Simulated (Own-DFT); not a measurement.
Simulation results for GaN (wurtzite, strained, atoms displaced)

Computed with Own-DFT development build. A calculation, not a measurement: plane-wave PBE density functional theory by an unreviewed code, no spin, of a simulated periodic cell, stress positive in tension, free energy of the whole cell less one offset for each atom, forces on such cells passed a denser k mesh, this cell's mesh not checked; offsets are fitted by least squares, one for each functional and potential file, so energies compare only between cells with the same atoms and settings and are not formation energies; the far tail of each file's local potential was reset to the Coulomb form; each entry is a single point on an unrelaxed cell, so the pressure reflects the starting lattice, mostly measured values (interpolated for alloys), from which strain is counted, and rises with the displacements; printed positions are rounded, which can move forces by about a meV/angstrom; the program, named Own-DFT, is a retired in-house code; no spin-orbit coupling.

Common to all runs: functional PBE; potential files PseudoDojo norm-conserving, scalar-relativistic, standard set with the stringent files for Ga; wave cutoff 96 hartree; occupations Gaussian; smearing width 0.01 eV; k mesh 3 x 4 x 3 centred on Gamma.

(1) 
```cif
# cell vector a (Å): 12.7560 0.0000 0.0000
# cell vector b (Å): -4.7835 8.2853 0.0000
# cell vector c (Å): 0.0000 0.0000 10.6033
data_GaN
_symmetry_space_group_name_H-M 'P 1'
_symmetry_Int_Tables_number 1
_cell_length_a 12.7560
_cell_length_b 9.5670
_cell_length_c 10.6033
_cell_angle_alpha 90.000
_cell_angle_beta 90.000
_cell_angle_gamma 120.000
_cell_volume 1120.63
loop_
_atom_site_label
_atom_site_type_symbol
_atom_site_fract_x
_atom_site_fract_y
_atom_site_fract_z
_atom_site_occupancy
Ga1 Ga 0.08069 0.22738 0.01036 1
Ga2 Ga 0.16679 0.11111 0.25439 1
N1 N 0.08845 0.22833 0.19972 1
N2 N 0.16762 0.11065 0.43585 1
Ga3 Ga 0.08447 0.21687 0.49914 1
Ga4 Ga 0.16714 0.09786 0.74366 1
N3 N 0.08356 0.22290 0.68465 1
N4 N 0.16645 0.10452 0.93639 1
Ga5 Ga 0.08797 0.55823 0.00672 1
Ga6 Ga 0.17012 0.44154 0.24869 1
N5 N 0.08020 0.54588 0.19314 1
N6 N 0.17599 0.45103 0.43813 1
Ga7 Ga 0.08898 0.55737 0.49721 1
Ga8 Ga 0.16588 0.44353 0.75522 1
N7 N 0.07754 0.55198 0.68968 1
N8 N 0.17159 0.44416 0.94276 1
Ga9 Ga 0.08147 0.88504 0.00027 1
Ga10 Ga 0.16484 0.77891 0.25250 1
N9 N 0.08536 0.88617 0.18650 1
N10 N 0.17148 0.78271 0.44065 1
Ga11 Ga 0.09069 0.89706 0.50138 1
Ga12 Ga 0.15559 0.76842 0.75870 1
N11 N 0.08408 0.88687 0.69177 1
N12 N 0.17198 0.78147 0.94323 1
Ga13 Ga 0.33589 0.22425 0.99752 1
Ga14 Ga 0.41939 0.10624 0.25865 1
N13 N 0.33059 0.22726 0.18720 1
N14 N 0.41598 0.10376 0.44021 1
Ga15 Ga 0.33410 0.21748 0.50561 1
Ga16 Ga 0.40958 0.10721 0.74472 1
N15 N 0.33232 0.21679 0.68879 1
N16 N 0.42273 0.10950 0.93923 1
Ga17 Ga 0.32960 0.54946 0.99679 1
Ga18 Ga 0.41310 0.44549 0.24558 1
N17 N 0.32783 0.54761 0.18334 1
N18 N 0.41353 0.44713 0.43807 1
Ga19 Ga 0.33236 0.56073 0.49630 1
Ga20 Ga 0.41537 0.44922 0.74776 1
N19 N 0.33406 0.55790 0.68438 1
N20 N 0.41535 0.44235 0.93663 1
Ga21 Ga 0.33460 0.89269 0.00563 1
Ga22 Ga 0.41228 0.77472 0.24879 1
N21 N 0.33535 0.88784 0.18725 1
N22 N 0.41408 0.77413 0.43265 1
Ga23 Ga 0.32882 0.88265 0.50344 1
Ga24 Ga 0.41366 0.78389 0.75063 1
N23 N 0.33045 0.88168 0.68449 1
N24 N 0.42071 0.77197 0.92753 1
Ga25 Ga 0.57591 0.20985 0.99545 1
Ga26 Ga 0.66175 0.10357 0.25242 1
N25 N 0.58288 0.22569 0.18947 1
N26 N 0.66324 0.10867 0.43227 1
Ga27 Ga 0.58695 0.22230 0.49550 1
Ga28 Ga 0.65765 0.10131 0.75426 1
N27 N 0.58050 0.21917 0.69344 1
N28 N 0.66244 0.10993 0.94522 1
Ga29 Ga 0.57998 0.54927 0.00504 1
Ga30 Ga 0.67442 0.45450 0.25110 1
N29 N 0.58507 0.54672 0.18828 1
N30 N 0.66162 0.44239 0.43589 1
Ga31 Ga 0.58377 0.55458 0.49766 1
Ga32 Ga 0.66451 0.44410 0.74952 1
N31 N 0.58927 0.56326 0.68572 1
N32 N 0.66702 0.44393 0.93461 1
Ga33 Ga 0.58100 0.88605 0.00257 1
Ga34 Ga 0.67577 0.78850 0.24882 1
N33 N 0.58610 0.88519 0.18486 1
N34 N 0.66747 0.76632 0.43502 1
Ga35 Ga 0.58168 0.88081 0.49797 1
Ga36 Ga 0.66452 0.77890 0.75020 1
N35 N 0.58233 0.88145 0.69201 1
N36 N 0.66907 0.78091 0.94618 1
Ga37 Ga 0.83265 0.21856 0.00870 1
Ga38 Ga 0.91841 0.11320 0.25286 1
N37 N 0.83999 0.22556 0.18820 1
N38 N 0.91698 0.10678 0.43950 1
Ga39 Ga 0.83418 0.22515 0.49625 1
Ga40 Ga 0.92086 0.10854 0.74671 1
N39 N 0.83436 0.22848 0.68619 1
N40 N 0.91876 0.11368 0.94211 1
Ga41 Ga 0.83587 0.56358 0.00306 1
Ga42 Ga 0.91743 0.45623 0.24802 1
N41 N 0.83390 0.55821 0.18152 1
N42 N 0.91661 0.44776 0.44019 1
Ga43 Ga 0.82927 0.54883 0.49741 1
Ga44 Ga 0.91262 0.44029 0.74616 1
N43 N 0.82879 0.55573 0.68140 1
N44 N 0.91900 0.44645 0.93717 1
Ga45 Ga 0.82736 0.88384 0.99487 1
Ga46 Ga 0.91799 0.77613 0.26150 1
N45 N 0.83422 0.88371 0.19105 1
N46 N 0.91997 0.77722 0.43590 1
Ga47 Ga 0.83484 0.88398 0.49056 1
Ga48 Ga 0.92014 0.77710 0.74818 1
N47 N 0.83385 0.88861 0.68783 1
N48 N 0.92018 0.77627 0.94351 1
_calc_free_energy_of_cell_above_offsets '-6.891'  # eV
_calc_pressure 2.45  # GPa
_calc_stress_xx -5.15  # GPa
_calc_stress_yy -4.23  # GPa
_calc_stress_zz 2.04  # GPa
_calc_stress_yz 0.01  # GPa
_calc_stress_xz -0.68  # GPa
_calc_stress_xy -0.26  # GPa
```

Force:
```tsv
element	x (eV/Å)	y (eV/Å)	z (eV/Å)
Ga	1.2	-1.073	-0.602
Ga	0.619	-0.218	-1.066
N	-0.521	-1.679	-1.226
N	0.388	0.062	0.735
Ga	-0.532	1.192	0.242
Ga	-1.318	2.297	1.852
N	0.987	-0.211	0.202
N	-0.379	0.728	-0.041
Ga	-0.71	-0.492	-0.502
Ga	-0.902	0.912	1.254
N	0.431	1.475	-0.279
N	-1.921	-1.491	-0.582
Ga	-0.597	-0.324	0.642
Ga	0.088	0.022	-0.667
N	0.944	0.296	-0.381
N	-1.696	-0.43	-0.675
Ga	0.421	0.87	0.52
Ga	0.812	-0.473	-0.146
N	-0.754	0.312	0.63
N	-1.075	-0.704	-0.675
Ga	-0.42	-1.342	0.13
Ga	1.624	0.007	-0.369
N	0.027	-0.865	-1.35
N	-0.36	-0.639	-0.315
Ga	-0.317	-0.898	0.471
Ga	-0.833	1.107	-1.155
N	0.966	-1.15	0.031
N	-0.217	0.436	0.443
Ga	0.005	1.093	-1.135
Ga	1.681	-0.447	1.013
N	-0.633	0.941	-0.361
N	-2.728	-0.866	-1.234
Ga	1.346	1.167	0.308
Ga	1.284	-0.087	0.93
N	0.481	1.598	-0.267
N	0.752	-0.705	-0.071
Ga	1.436	-0.417	1.146
Ga	0.74	-0.003	0.056
N	-0.628	0.006	0.321
N	0.222	0.215	-0.41
Ga	0.894	-0.377	-0.857
Ga	1.073	-0.419	-0.237
N	-0.63	-0.016	0.398
N	0.219	0.97	0.301
Ga	1.317	0.553	-0.161
Ga	1.063	-1.197	-0.427
N	-1.372	0.564	0.579
N	-1.143	0.268	2.02
Ga	1.309	2.731	1.579
Ga	0.216	1.109	-1.303
N	0.576	-0.484	-0.052
N	1.004	-0.491	0.973
Ga	-0.777	-0.269	1.084
Ga	1.046	1.073	0.034
N	-0.145	-0.102	-1.204
N	1.427	-0.541	-0.88
Ga	0.637	0.294	-0.537
Ga	-0.568	-1.653	-0.27
N	-1.393	1.423	0.054
N	1.099	-0.037	-0.06
Ga	-0.906	-0.702	0.543
Ga	0.175	0.067	0.366
N	-0.92	-1.101	-0.07
N	-0.062	-0.077	0.532
Ga	0.168	0.042	-0.444
Ga	-0.804	-2.042	0.033
N	-1.026	-0.126	0.722
N	-0.649	1.71	-0.217
Ga	0.109	0.265	0.276
Ga	1.298	-0.219	0.827
N	-1.048	0.832	-1.29
N	-1.124	-1.242	-1.378
Ga	-0.438	0.731	-1.308
Ga	0.134	-0.323	-0.135
N	-1.112	-0.133	1.019
N	-0.281	0.551	-0.31
Ga	0.069	-0.562	0.671
Ga	-1.154	0.498	0.502
N	-0.135	-1.995	-0.24
N	-0.097	-0.471	-0.499
Ga	0.048	-1.762	-1.267
Ga	0.454	-1.631	0.475
N	0.205	0.506	1.458
N	0.651	-0.044	-0.968
Ga	-0.218	0.688	0.661
Ga	-0.516	0.548	0.971
N	0.665	0.095	0.502
N	0.026	-0.035	0.366
Ga	1.909	1.043	1.099
Ga	0.165	0.398	-2.479
N	0.84	1.162	-0.507
N	0.513	-0.245	1.382
Ga	-0.509	0.147	1.573
Ga	-1.422	-0.575	0.503
N	0.227	-0.234	-0.35
N	-0.997	0.616	-1.472
```

(2) 
```cif
# cell vector a (Å): 12.7560 0.0000 0.0000
# cell vector b (Å): -4.7835 8.2853 0.0000
# cell vector c (Å): 0.0000 0.0000 10.6033
data_GaN
_symmetry_space_group_name_H-M 'P 1'
_symmetry_Int_Tables_number 1
_cell_length_a 12.7560
_cell_length_b 9.5670
_cell_length_c 10.6033
_cell_angle_alpha 90.000
_cell_angle_beta 90.000
_cell_angle_gamma 120.000
_cell_volume 1120.63
loop_
_atom_site_label
_atom_site_type_symbol
_atom_site_fract_x
_atom_site_fract_y
_atom_site_fract_z
_atom_site_occupancy
Ga1 Ga 0.08001 0.22192 0.99661 1
Ga2 Ga 0.17279 0.12167 0.24826 1
N1 N 0.08100 0.22615 0.18180 1
N2 N 0.16585 0.11134 0.43870 1
Ga3 Ga 0.08536 0.23475 0.50001 1
Ga4 Ga 0.17866 0.11820 0.74754 1
N3 N 0.08734 0.22714 0.68466 1
N4 N 0.16066 0.11028 0.94926 1
Ga5 Ga 0.08075 0.55981 0.99992 1
Ga6 Ga 0.16901 0.44036 0.24901 1
N5 N 0.08018 0.55367 0.18316 1
N6 N 0.16266 0.44345 0.43351 1
Ga7 Ga 0.08581 0.56390 0.50181 1
Ga8 Ga 0.16487 0.43751 0.75227 1
N7 N 0.07867 0.55823 0.69716 1
N8 N 0.16380 0.43418 0.94168 1
Ga9 Ga 0.07970 0.89133 0.99910 1
Ga10 Ga 0.16398 0.77397 0.24379 1
N9 N 0.08105 0.89030 0.18754 1
N10 N 0.15864 0.77260 0.43736 1
Ga11 Ga 0.08499 0.89589 0.50102 1
Ga12 Ga 0.16692 0.77886 0.75044 1
N11 N 0.08324 0.89180 0.68737 1
N12 N 0.17355 0.77841 0.93942 1
Ga13 Ga 0.32780 0.21818 0.00519 1
Ga14 Ga 0.42537 0.12791 0.25173 1
N13 N 0.33407 0.21537 0.19096 1
N14 N 0.41763 0.11053 0.43271 1
Ga15 Ga 0.32993 0.22056 0.50297 1
Ga16 Ga 0.41721 0.10854 0.74456 1
N15 N 0.32774 0.22020 0.68573 1
N16 N 0.42269 0.11155 0.93819 1
Ga17 Ga 0.32584 0.55019 0.99319 1
Ga18 Ga 0.41262 0.43790 0.24958 1
N17 N 0.33600 0.56126 0.19035 1
N18 N 0.41821 0.44567 0.43901 1
Ga19 Ga 0.32707 0.54761 0.49974 1
Ga20 Ga 0.42276 0.44546 0.74105 1
N19 N 0.33417 0.55423 0.68705 1
N20 N 0.42063 0.45001 0.94583 1
Ga21 Ga 0.33169 0.88104 0.00052 1
Ga22 Ga 0.41132 0.77092 0.25630 1
N21 N 0.33408 0.88750 0.19064 1
N22 N 0.41238 0.77784 0.43792 1
Ga23 Ga 0.33374 0.88538 0.49502 1
Ga24 Ga 0.42214 0.78226 0.75112 1
N23 N 0.32788 0.88086 0.68671 1
N24 N 0.42462 0.77909 0.94654 1
Ga25 Ga 0.57293 0.22028 0.00423 1
Ga26 Ga 0.66547 0.10569 0.25265 1
N25 N 0.57453 0.21929 0.19628 1
N26 N 0.66605 0.10925 0.43953 1
Ga27 Ga 0.57603 0.21349 0.50065 1
Ga28 Ga 0.65811 0.09811 0.74771 1
N27 N 0.58269 0.22825 0.69733 1
N28 N 0.66967 0.10480 0.94350 1
Ga29 Ga 0.58539 0.56095 0.00377 1
Ga30 Ga 0.65918 0.43411 0.23890 1
N29 N 0.57987 0.55708 0.19038 1
N30 N 0.66658 0.44408 0.44373 1
Ga31 Ga 0.58083 0.55985 0.49685 1
Ga32 Ga 0.67571 0.45051 0.74473 1
N31 N 0.58423 0.55573 0.68858 1
N32 N 0.66596 0.44036 0.93826 1
Ga33 Ga 0.58804 0.88980 0.01699 1
Ga34 Ga 0.67594 0.77639 0.25093 1
N33 N 0.58014 0.88382 0.18932 1
N34 N 0.66327 0.76865 0.43907 1
Ga35 Ga 0.58908 0.89197 0.50545 1
Ga36 Ga 0.66597 0.78745 0.74275 1
N35 N 0.59000 0.88868 0.69355 1
N36 N 0.66367 0.77659 0.93657 1
Ga37 Ga 0.82685 0.22056 0.99556 1
Ga38 Ga 0.91270 0.10433 0.25034 1
N37 N 0.83319 0.22733 0.18111 1
N38 N 0.90684 0.11745 0.43513 1
Ga39 Ga 0.83478 0.22189 0.50950 1
Ga40 Ga 0.91361 0.10729 0.75261 1
N39 N 0.83646 0.22117 0.69531 1
N40 N 0.92767 0.10743 0.93672 1
Ga41 Ga 0.83369 0.55895 0.00197 1
Ga42 Ga 0.91823 0.44641 0.24706 1
N41 N 0.83122 0.54738 0.18524 1
N42 N 0.91990 0.44491 0.44021 1
Ga43 Ga 0.83204 0.56687 0.49819 1
Ga44 Ga 0.92223 0.45103 0.74087 1
N43 N 0.83357 0.54766 0.68382 1
N44 N 0.91090 0.44369 0.94735 1
Ga45 Ga 0.84093 0.89849 0.99772 1
Ga46 Ga 0.92302 0.78094 0.25612 1
N45 N 0.84344 0.89609 0.18981 1
N46 N 0.91300 0.76826 0.44430 1
Ga47 Ga 0.83366 0.87667 0.49806 1
Ga48 Ga 0.91871 0.78491 0.74857 1
N47 N 0.82687 0.87410 0.70007 1
N48 N 0.91891 0.77809 0.93216 1
_calc_free_energy_of_cell_above_offsets '-3.941'  # eV
_calc_pressure 3.48  # GPa
_calc_stress_xx -6.35  # GPa
_calc_stress_yy -6.62  # GPa
_calc_stress_zz 2.52  # GPa
_calc_stress_yz 0.48  # GPa
_calc_stress_xz 0.19  # GPa
_calc_stress_xy -1.6  # GPa
```

Force:
```tsv
element	x (eV/Å)	y (eV/Å)	z (eV/Å)
Ga	0.895	0.394	1.447
Ga	-1.248	-1.292	0.183
N	0.661	-0.674	1.022
N	-0.584	0.668	-0.522
Ga	-0.477	-1.86	-0.049
Ga	-3.405	-1.586	1.582
N	-0.274	-1.201	0.195
N	1.699	0.229	-1.844
Ga	0.164	-1.042	-0.148
Ga	-1.036	0.793	-0.573
N	0.915	0.198	0.492
N	0.309	0.92	0.314
Ga	-0.509	-1.296	0.263
Ga	-0.239	1.233	0.37
N	2.852	0.457	-1.497
N	-1.045	1.546	-1.212
Ga	0.912	-0.718	0.358
Ga	0.289	0.476	0.495
N	0.709	0.437	0.067
N	0.707	1.556	-0.395
Ga	0.302	-0.848	0.147
Ga	-0.424	-0.036	0.628
N	0.381	0.379	0.058
N	-1.76	0.079	-0.645
Ga	0.91	0.614	-0.826
Ga	-1.867	-3.815	0.874
N	-0.835	1.163	-0.533
N	-1.128	-0.221	1.254
Ga	0.685	0.153	-0.883
Ga	-0.456	-0.052	1.174
N	2.889	1.029	-0.432
N	-2.764	-1.347	-0.776
Ga	1.496	0.883	1.078
Ga	-0.14	1.134	0.089
N	-0.075	-1.711	-0.537
N	-0.926	-0.827	-0.274
Ga	0.31	0.917	0.019
Ga	-0.734	0.027	1.776
N	-0.21	0.251	0.121
N	-0.6	-1.374	-1.116
Ga	1.155	1.107	0.801
Ga	0.278	1.134	-0.626
N	-0.352	0.55	-0.111
N	1.643	-0.674	0.786
Ga	-1.406	0.303	0.259
Ga	-0.629	-1.009	0.901
N	1.06	1.002	-0.415
N	-0.983	-0.31	-1.359
Ga	2.78	0.783	-0.069
Ga	0.195	0.509	-0.256
N	3.25	0.135	-2.069
N	-0.064	0.047	0.465
Ga	0.982	1.565	0.422
Ga	0.436	2.956	1.867
N	0.735	-1.416	-1.572
N	-2.134	-0.342	-1.037
Ga	0.291	-0.31	-0.688
Ga	0.762	2.161	1.808
N	0.742	-0.315	-0.079
N	-0.665	-0.422	-0.97
Ga	1.169	-1.864	0.926
Ga	-1.251	-0.198	1.348
N	0.431	0.663	-0.712
N	-0.257	0.604	0.157
Ga	-0.04	-0.323	-2.382
Ga	-1.285	0.168	-0.089
N	0.718	0.125	2.317
N	0.266	2.063	-0.351
Ga	-0.741	-0.573	-1.077
Ga	2.124	-3.224	2.783
N	-2.998	0.302	-2.252
N	1.004	0.884	0.329
Ga	1.6	0.726	0.642
Ga	-0.441	2.47	0.082
N	0.058	-1.273	0.868
N	2.862	-1.878	0.279
Ga	-1.361	1.152	-0.425
Ga	1.119	-0.099	-0.074
N	-0.997	-0.307	-0.44
N	-3.006	0.372	-0.944
Ga	-0.445	-0.352	-0.367
Ga	0.028	-0.742	0.826
N	-0.936	1.358	0.798
N	-0.8	0.149	-0.081
Ga	1.088	-4.356	0.805
Ga	-1.751	-1.663	2.187
N	-0.064	1.804	-0.12
N	1.21	0.276	-1.831
Ga	-0.683	-1.977	0.082
Ga	-0.526	-1.161	-0.654
N	-0.494	-1.757	-0.474
N	0.787	3.294	-1.623
Ga	-1.646	1.823	0.866
Ga	1.085	-1.64	0.557
N	0.036	2.193	-2.383
N	-0.289	-0.128	0.625
```
